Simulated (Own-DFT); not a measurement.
# Response to strain: wurtzite GaN, 72 atoms (Ga36N36)

Calculated results; nothing here was measured. They come from Own-DFT, an in-house plane-wave density functional program, since retired, whose code no person has reviewed. Each row is one single-point run on a periodic cell that was not relaxed, without spin or spin-orbit coupling.

Settings of every run: PBE; PseudoDojo norm-conserving scalar-relativistic files (stringent for Ga); cutoff 96 hartree; 4 x 4 x 3 k mesh centred on Gamma; Gaussian smearing of 0.01 eV.

Known limits: forces not confirmed at this smearing and k mesh; stress not checked against mesh or cutoff.

Unstrained cell vectors in Å: (9.567, 0.000, 0.000); (-4.783, 8.285, 0.000); (0.000, 0.000, 10.370). The unstrained cell has measured lattice constants (interpolated for alloys), not those of this functional. That, the random moves and any unrelaxed bonds set the pressure at no strain. Each run strains this cell uniformly, with the atoms carried along. Every atom was also moved at random, by a Gaussian of width 0.05 Å on each axis. Strain is the symmetric tensor, in per cent. Stress is positive in tension, and the pressure is minus a third of its trace.

```
run  e_xx (%)  e_yy (%)  e_zz (%)  e_yz (%)  e_xz (%)  e_xy (%)  s_xx (GPa)  s_yy (GPa)  s_zz (GPa)  s_yz (GPa)  s_xz (GPa)  s_xy (GPa)  P (GPa)  E (meV/atom)
  1     -1.37     -0.65     -0.46     -1.79      1.63     -1.77      -14.60      -10.76      -11.91       -3.92        3.74       -5.83    12.42          34.6
  2      1.51     -1.89      0.30      0.45     -1.55      1.80       -4.24      -13.32       -5.67        0.46       -3.19        5.38     7.74          30.2
  3     -1.20     -0.12     -1.96      1.60      0.34     -1.29      -14.34       -9.57      -19.73        3.32        0.79       -4.05    14.55          57.2
  4     -1.60     -1.51     -1.01      0.20      0.27     -0.04      -17.75      -16.67      -13.67        1.38        0.76        0.35    16.03          40.0
  5     -1.50     -0.24      1.09      0.89     -1.87     -1.13      -12.84       -9.67       -4.37        1.15       -4.15       -4.14     8.96          32.3
  6     -1.40     -0.28      0.60     -1.45     -1.16      1.60      -12.98       -9.87       -5.71       -3.77       -2.44        5.38     9.52          23.5
  7     -0.37     -0.88      0.58      0.95      0.20     -0.54      -10.28       -8.69       -7.07        2.34        1.89       -1.04     8.68          19.0
  8      0.09      1.66     -1.45      1.10     -0.01     -0.66       -5.09       -1.38      -13.35        2.46        0.07       -1.87     6.61          11.0
  9     -0.43      1.02      1.27      1.79     -0.93     -1.39       -6.85       -3.03       -1.18        3.68       -2.52       -4.05     3.68           3.8
 10     -0.39      1.17      0.15      1.22      0.86     -0.76       -6.84       -3.37       -5.43        1.72        1.50       -2.27     5.22           9.2
 11      1.92      1.65      0.89      1.67     -0.57      0.28        1.68        2.14       -0.78        3.61       -0.82        1.67    -1.01           0.0
 12     -0.52      0.20      0.80     -1.61     -0.06     -1.96       -7.84       -5.96       -6.13       -2.14       -0.27       -6.24     6.64          32.8
 13     -0.33      0.28     -1.46     -0.41      1.18      1.94       -9.75       -8.12      -15.04       -1.17        2.14        5.83    10.97          45.1
 14     -1.10     -1.02     -0.71      0.97      0.06      1.08      -12.75      -14.14      -13.15        3.06        1.03        3.24    13.35          36.7
 15     -1.17     -0.05     -0.11      0.35      0.70     -1.99      -11.46       -9.88       -8.14        0.81        1.28       -5.10     9.82          19.2
 16      2.00      0.18     -0.44      0.76     -0.67      1.80        0.56       -4.58       -7.71        2.23       -2.21        4.22     3.91          11.5
 17     -0.57      1.89      1.64     -0.94      1.20     -0.19           ?           ?           ?           ?           ?           ?        ?             ?
```

E is the free energy for each atom above the lowest run shown.

## Worked fit

Each stress component was fitted by least squares to a constant and the strains of the runs shown, as fractions, with shears doubled. Shear strains stay in the fit of a normal stress only where such slopes are resolved. The slopes, in GPa:

```
stress,at no strain,per e_xx,per e_yy,per e_zz,scatter
s_xx,-7.6,381 ± 17,154 ± 19,73 ± 20,0.74
s_yy,-7.3,118 ± 21,400 ± 24,72 ± 25,0.94
s_zz,-7.8,93 ± 23,64 ± 27,479 ± 27,1.03
```

Each shear stress against twice its own strain: yz 103 ± 10, xz 119 ± 12, xy 157 ± 8 GPa. These are stiffnesses along x, y and z of the frame in which the cell vectors are given, which need not be the crystal's axes. The atoms are held to the strained lattice; where symmetry lets them move under strain, relaxing them would lower some slopes. The table should be nearly symmetric about its diagonal, and what it lacks of that shows the noise. A ninth of its sum, 204 ± 3 GPa, estimates the bulk modulus near the mean pressure of these runs, 8.6 GPa, so it lies above the value at zero pressure.

## Withheld run

Question: what normal stresses and pressure should run 17 give?

The fit gives s_xx = -5.6, s_yy = 0.8, s_zz = 0.8 and P = 1.3 GPa. The calculation gave -4.99, 0.42, 0.36 and P = 1.41 GPa.
